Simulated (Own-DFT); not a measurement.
# Response to strain: hcp Hf, 36 atoms (Hf36)

All numbers below are calculated, not measured. The program, named Own-DFT, is a retired in-house plane-wave density functional code that no person has reviewed. Each row is one single-point run on a periodic cell that was not relaxed, without spin or spin-orbit coupling.

Settings of every run: PBE; PseudoDojo norm-conserving scalar-relativistic files; cutoff 42 hartree; 4 x 4 x 4 k mesh centred on Gamma; cold (Marzari-Vanderbilt) smearing of 0.2 eV.

Known limits: hafnium file: forces about 75 meV/angstrom off all-electron values; forces on such cells passed a denser k mesh, each cell not checked; stress not checked against mesh or cutoff.

Unstrained cell vectors in Å: (9.589, 0.000, 0.000); (-4.795, 8.304, 0.000); (0.000, 0.000, 10.102). The unstrained cell has measured lattice constants (interpolated for alloys), not those of this functional. That, the random moves and any unrelaxed bonds set the pressure at no strain. Each run strains this cell uniformly, with the atoms carried along. Every atom was also moved at random, by a Gaussian of width 0.05 Å on each axis. Strain is the symmetric tensor, in per cent. Stress is positive in tension, and the pressure is minus a third of its trace.

```
run  e_xx (%)  e_yy (%)  e_zz (%)  e_yz (%)  e_xz (%)  e_xy (%)  s_xx (GPa)  s_yy (GPa)  s_zz (GPa)  s_yz (GPa)  s_xz (GPa)  s_xy (GPa)  P (GPa)  E (meV/atom)
  1     -1.49      1.69     -1.43      0.50      0.10     -0.27       -4.21        0.03       -4.33        0.52        0.09       -0.43     2.84           8.7
  2      0.24     -0.12     -1.43      0.93     -2.00     -0.38       -2.03       -2.27       -4.73        1.01       -2.14       -0.66     3.01          13.3
  3     -0.39      1.28      1.94      0.61      1.80     -0.99        0.08        2.17        2.80        0.64        1.81       -1.42    -1.68           7.6
  4     -1.86     -1.98     -0.35     -1.39      1.94     -0.94       -6.86       -7.07       -5.75       -1.21        1.91       -1.53     6.56          39.1
  5     -1.00     -0.10      1.26     -1.37      0.25      0.45       -2.33       -1.05        0.23       -1.25        0.34        0.71     1.05           0.0
  6      1.90      1.87     -1.97      1.84     -0.92      1.55        1.83        1.68       -3.37        1.95       -0.93        1.82    -0.05          30.3
  7     -1.71     -0.15     -1.45      1.52      1.74      0.05       -5.76       -4.12       -6.51        1.54        1.87        0.17     5.46          31.5
  8     -1.35      1.33     -1.32      0.27     -0.02     -1.85       -4.03       -0.84       -4.05        0.24        0.01       -2.03     2.97           9.1
  9     -1.48     -1.31      0.93     -0.70     -0.86     -1.64       -4.56       -4.44       -1.69       -0.65       -0.91       -2.65     3.56          22.2
 10      1.68     -1.75     -0.90      0.82     -1.55     -1.02       -0.20       -4.15       -3.57        0.84       -1.51       -1.45     2.64          17.5
 11      1.43     -1.99      1.46     -1.85     -1.56     -0.49        1.42       -3.37        0.85       -1.90       -1.37       -0.60     0.36          13.1
 12     -1.59      0.05     -0.77     -1.77     -0.81     -0.94       -5.14       -2.76       -4.67       -1.77       -0.87       -1.76     4.19          20.4
 13      1.05      1.28      1.68      0.64      1.21     -0.10        2.60        2.89        3.09        0.67        1.24        0.06    -2.86           5.9
 14      0.25     -1.96     -1.09      1.59      1.21      0.68       -3.16       -5.95       -5.75        1.68        1.05        0.88     4.96          32.0
 15      1.68     -0.40     -1.84      0.69      1.43     -0.49        0.25       -2.20       -4.55        0.80        1.40       -0.71     2.17           8.2
 16      0.40     -0.12     -1.83      1.23     -1.52     -1.54           ?           ?           ?           ?           ?           ?        ?             ?
```

E is the free energy for each atom above the lowest run shown.

## Worked fit

Each stress component was fitted by least squares to a constant and the strains of the runs shown, as fractions, with shears doubled. Shear strains stay in the fit of a normal stress only where such slopes are resolved. The slopes, in GPa:

```
stress,at no strain,per e_xx,per e_yy,per e_zz,scatter
s_xx,-1.4,193 ± 3,67 ± 3,76 ± 3,0.18
s_yy,-1.4,67 ± 5,194 ± 5,72 ± 5,0.25
s_zz,-1.8,72 ± 6,77 ± 6,208 ± 6,0.31
```

Each shear stress against twice its own strain: yz 50 ± 1, xz 50 ± 1, xy 65 ± 5 GPa. These are stiffnesses along x, y and z of the frame in which the cell vectors are given, which need not be the crystal's axes. The atoms are held to the strained lattice; where symmetry lets them move under strain, relaxing them would lower some slopes. The table should be nearly symmetric about its diagonal, and what it lacks of that shows the noise. A ninth of its sum, 114 ± 2 GPa, estimates the bulk modulus near the mean pressure of these runs, 2.3 GPa, so it lies above the value at zero pressure.

## Withheld run

Question: what normal stresses and pressure should run 16 give?

The fit gives s_xx = -2.1, s_yy = -2.7, s_zz = -5.4 and P = 3.4 GPa. The calculation gave -2.09, -2.69, -5.41 and P = 3.40 GPa.
